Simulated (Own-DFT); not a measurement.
# One host, several defects: 4H SiC

No measurement is shown. These are fixed-geometry runs of a retired plane-wave code named Own-DFT, which no person has reviewed; spin and spin-orbit coupling are neglected.

Method: PBE; PseudoDojo norm-conserving scalar-relativistic files; cutoff 42 hartree; 4 x 4 x 3 k mesh centred on Gamma; Fermi-Dirac smearing of 0.1 eV.

Keep in mind (not all hold for every row): a neutral cation vacancy leaves holes that likely carry spin, which these runs leave out; not probed for a lower state with spin; forces on such cells failed a check on a denser k mesh; forces on such cells passed a denser k mesh, each cell not checked; stress not checked against mesh or cutoff.

All runs share one cell, with vectors in Å (9.248, 0.000, 0.000); (-4.624, 8.009, 0.000); (0.000, 0.000, 10.068) and a volume of 745.7 Å³. Atoms were moved at random from their sites; u is the rms move along one axis. The defect's site can differ from row to row.

| cell | formula | u (Å) | P (GPa) |
|---|---|---|---|
| no defect | C36Si36 | 0.0308 | 3.99 |
| no defect | C36Si36 | 0.0311 | 3.92 |
| no defect | C36Si36 | 0.0573 | 5.76 |
| one C on a Si site | C37Si35 | 0.0485 | 2.81 |
| one C on a Si site | C37Si35 | 0.0488 | 2.84 |
| one C on a Si site | C37Si35 | 0.0500 | 2.83 |
| one Al on a Si site and one N on a C site | AlC35NSi35 | 0.0485 | 5.44 |
| one Al on a Si site and one N on a C site | AlC35NSi35 | 0.0497 | 5.22 |
| one Al on a Si site and one N on a C site | AlC35NSi35 | 0.0508 | 5.90 |
| two Al on a Si site each | Al2C36Si34 | 0.0307 | 5.93 |
| two Al on a Si site each | Al2C36Si34 | 0.0312 | 5.93 |
| two Al on a Si site each | Al2C36Si34 | 0.0472 | 6.72 |
| one Si vacancy | C36Si35 | 0.0272 | 3.00 |
| one Si vacancy | C36Si35 | 0.0292 | ? |
| one Si vacancy | C36Si35 | 0.0303 | 3.14 |
| one Si vacancy | C36Si35 | 0.0320 | 3.32 |

## What the rows give

P = P0 + c u² + a shift for each defect gives P0 = 3.26 GPa, c = 748 ± 71 GPa/Å² and a scatter of 0.16 GPa. The shifts, and each times the cell's volume:

- two Al on a Si site each: 1.90 ± 0.13 GPa, 8.9 eV (4.4 eV for each of its 2 sites)
- one Al on a Si site and one N on a C site: 0.42 ± 0.14 GPa, 1.9 eV
- one Si vacancy: -0.77 ± 0.14 GPa, -3.6 eV
- one C on a Si site: -2.24 ± 0.14 GPa, -10.4 eV

A positive shift means that the defect pushes the cell outwards. Shift times volume (160.2 GPa Å³ is 1 eV) depends little on the cell's size, so, taken for each site, it can be compared between cells at like pressure. The atoms around the defects weren't relaxed, which would change these numbers.

## Prediction

Question: what pressure belongs in the blank (one Si vacancy, u = 0.0292 Å)?

The fitted form gives 3.12 ± 0.18 GPa. Computed: 3.26 GPa.
